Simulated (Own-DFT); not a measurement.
Simulation results for Si$_{4}$SnGe$_{11}$ (diamond-structure random alloy, atoms displaced)

Computed with Own-DFT development build. A calculation, not a measurement: plane-wave density functional theory by an unreviewed code, no spin, of a simulated periodic cell, stress positive in tension, run twice, with PBE and with PBEsol, both on files made for PBE, so the change isn't that of files made for PBEsol, forces on such cells moved up to 12 meV/angstrom on a denser k mesh; the far tail of each file's local potential was reset to the Coulomb form; each entry is a single point on an unrelaxed cell, so the pressure reflects the starting lattice, mostly measured values (interpolated for alloys), from which strain is counted, and rises with the displacements; printed positions are rounded, which can move forces by about a meV/angstrom; the program, named Own-DFT, is a retired in-house code; no spin-orbit coupling; stress was not checked against mesh or cutoff.

```xyz
64
Lattice="11.3064 0.0000 0.0000 0.0000 11.3064 0.0000 0.0000 0.0000 11.3064" Properties=species:S:1:pos:R:3:PBE_force_x:R:1:PBE_force_y:R:1:PBE_force_z:R:1:PBEsol_force_x:R:1:PBEsol_force_y:R:1:PBEsol_force_z:R:1 formula=Si4SnGe11 functional=PBE,then_PBEsol potential_files=PseudoDojo_norm-conserving,scalar-relativistic,standard_set wave_cutoff=49 occupations=Fermi-Dirac smearing_width=0.1 k_mesh=3_x_3_x_3_centred_on_Gamma PBE_pressure=4.01 PBE_stress_xx=-4.03 PBE_stress_yy=-3.97 PBE_stress_zz=-4.03 PBE_stress_yz=-0.02 PBE_stress_xz=0.03 PBE_stress_xy=-0.2 PBEsol_pressure=1.34 PBEsol_stress_xx=-1.36 PBEsol_stress_yy=-1.3 PBEsol_stress_zz=-1.36 PBEsol_stress_yz=-0.03 PBEsol_stress_xz=0.02 PBEsol_stress_xy=-0.19 rms_change_of_force_components_from_PBE_to_PBEsol=0.046
Ge     0.0419    11.2845     0.0398     -1.185       0.13      0.432     -1.109      0.156      0.381
Ge    11.2821     2.8743     2.8497      0.135     -0.047     -0.237      0.164     -0.086     -0.197
Si     2.8145     0.0156     2.8696     -1.043     -0.109      0.483     -0.985     -0.065      0.438
Ge     2.8680     2.8252    11.2932     -0.096     -0.111     -0.169     -0.094     -0.107     -0.095
Ge     1.4239     1.4053     1.4389      0.263      0.276      0.401      0.225      0.294      0.353
Ge     1.4240     4.2582     4.2975     -0.314      0.573     -0.448     -0.299      0.482     -0.431
Ge     4.2243     1.3602     4.2357      0.068      0.361      0.087      0.105      0.385      0.115
Ge     4.2244     4.2838     1.4504      0.216     -0.272      -0.07      0.249     -0.303     -0.107
Ge     0.0079     0.0195     5.7154      0.466     -0.498     -1.158      0.423     -0.459     -1.084
Ge     0.0506     2.8002     8.4554     -0.235      0.769      0.579     -0.259      0.708      0.528
Ge     2.7970    11.3020     8.5242      0.892      0.199     -0.588      0.796      0.189     -0.571
Ge     2.8075     2.8311     5.6515      0.978      0.225      0.404      0.905      0.185      0.364
Ge     1.4005     1.4417     7.0442      0.595     -0.344      0.289      0.559     -0.331       0.28
Si     1.4092     4.2097     9.9272      0.319      0.386     -0.575      0.276      0.349      -0.53
Si     4.2962     1.4083     9.8925     -0.436     -0.083       0.03     -0.422     -0.083      0.036
Si     4.2552     4.2790     7.1013      0.069      -0.43     -0.246      0.073     -0.504     -0.245
Ge    11.2380     5.6590    11.2588      1.435     -0.642      1.097      1.377     -0.559      1.049
Ge    11.2750     8.4485     2.8135      0.646       0.81     -0.078      0.621      0.716     -0.065
Si     2.8156     5.6324     2.8061      0.163      0.172      0.898      0.159      0.171      0.877
Si     2.8533     8.5376    11.2696      -1.41     -1.745     -1.239     -1.383     -1.714     -1.216
Ge     1.5039     7.0671     1.4649     -0.486      0.124     -1.106     -0.537      0.135      -1.07
Si     1.4289     9.8516     4.2550     -0.237      0.753     -0.252     -0.265      0.694     -0.208
Ge     4.2149     7.1103     4.2231     -0.746     -1.907      1.069     -0.728     -1.784       1.04
Sn     4.2352     9.8771     1.3740     -2.003      2.244     -0.735     -1.855      2.203     -0.706
Si     0.0371     5.6973     5.7137     -1.876     -1.316     -1.924     -1.846     -1.297     -1.889
Ge     0.0072     8.5386     8.5231     -0.774     -0.071      0.513     -0.752     -0.058      0.492
Si     2.8599     5.6107     8.4636       0.37     -0.925      1.318      0.355     -0.832      1.304
Ge     2.8359     8.5023     5.6736      0.828      1.157     -1.016      0.803      1.054     -0.994
Sn     1.4131     7.0592     7.0649       0.59      0.275      1.186      0.589      0.366      1.161
Ge     1.3531     9.9284     9.9133      0.951     -0.538      0.285      0.885     -0.484      0.242
Ge     4.2802     7.0362     9.8815     -0.871      0.022      0.169     -0.776      0.026      0.162
Si     4.2665     9.9011     7.0098     -0.111      0.039      0.709      -0.11      0.035      0.692
Ge     5.6724     0.0200     0.0098      -0.53      0.092     -2.143     -0.477      0.048      -2.05
Ge     5.6701     2.8188     2.8371     -1.107      1.043      1.087      -1.07      1.012      1.052
Ge     8.5140     0.0406     2.8052      0.833     -1.691      0.663      0.777     -1.607      0.684
Ge     8.5033     2.8158    11.2875      1.295      2.031     -0.667      1.229      1.937     -0.676
Sn     7.0926     1.4349     1.3821     -0.118      0.094      0.301     -0.114      0.085      0.292
Ge     7.0949     4.2363     4.2931     -0.854      0.331      0.075     -0.786      0.285      0.036
Ge     9.8926     1.3711     4.2216      0.318      0.521      0.463      0.299       0.51      0.448
Si     9.9114     4.2879     1.4444     -0.351     -0.429     -0.434     -0.348     -0.417     -0.421
Ge     5.7078    11.2823     5.6378     -0.672      0.105      0.331     -0.614      0.136      0.282
Ge     5.6812     2.7952     8.5030     -0.684      0.375     -0.405     -0.595       0.37     -0.397
Si     8.5106     0.0316     8.4946     -0.131     -0.384     -0.303     -0.129     -0.377     -0.296
Ge     8.4786     2.8189     5.6556       0.53     -0.043      0.057      0.502     -0.041       0.05
Ge     7.0677     1.4168     7.0410      0.445     -0.327      0.628      0.405     -0.283      0.574
Ge     7.0430     4.2734     9.8818      0.257     -0.709      0.407      0.256     -0.689      0.392
Ge     9.9119     1.4420     9.8945      0.168     -0.593     -0.193      0.189     -0.539     -0.158
Ge     9.9077     4.2721     7.0790      0.353     -0.282     -0.384      0.307     -0.308     -0.333
Ge     5.7020     5.6594     0.0281     -0.206      0.372      0.251     -0.234      0.327        0.2
Sn     5.6539     8.5021     2.8128      1.813     -1.519      1.406      1.717     -1.433      1.414
Ge     8.4611     5.6224     2.8366      -0.02      0.634     -0.584     -0.023      0.616     -0.502
Ge     8.4666     8.4964     0.0745     -0.043     -0.117     -0.883     -0.045     -0.116     -0.918
Si     7.0621     7.1202     1.3843      1.052     -1.586     -0.205      1.035     -1.558     -0.206
Ge     7.0955     9.9229     4.2400      1.203      0.501      0.555      1.164      0.496      0.543
Ge     9.8863     7.1113     4.2177      0.303     -1.242       0.47      0.264     -1.167      0.426
Si     9.8490     9.8439     1.4246      0.689      0.653      0.183      0.672      0.638      0.178
Si     5.6308     5.6643     5.6936      0.154      0.264      0.184      0.157      0.264      0.102
Ge     5.6547     8.4312     8.4518     -0.308      0.758     -0.233     -0.303      0.739     -0.148
Ge     8.4666     5.5973     8.4981       0.04       1.03     -0.257      0.069      0.959     -0.215
Ge     8.5114     8.4711     5.6329     -0.664     -0.039      0.851     -0.602     -0.005      0.784
Si     7.0517     7.0662     7.1459      0.398     -0.512     -1.161      0.424     -0.467     -1.095
Ge     7.0150     9.9189     9.8696      0.835      -0.04     -0.223      0.772     -0.063     -0.177
Ge     9.9236     7.0446     9.9179     -1.022      0.854     -0.515     -0.979      0.818      -0.49
Ge     9.9597     9.8811     7.0545     -1.138      0.381      0.567     -1.065      0.349      0.521
```

Units: wave_cutoff in hartree; smearing_width in eV; PBE_pressure, PBE_stress_xx, PBE_stress_yy, PBE_stress_zz, PBE_stress_yz, PBE_stress_xz, PBE_stress_xy, PBEsol_pressure, PBEsol_stress_xx, PBEsol_stress_yy, PBEsol_stress_zz, PBEsol_stress_yz, PBEsol_stress_xz, PBEsol_stress_xy in GPa; rms_change_of_force_components_from_PBE_to_PBEsol, PBE_force_x, PBE_force_y, PBE_force_z, PBEsol_force_x, PBEsol_force_y, PBEsol_force_z in eV/Å.
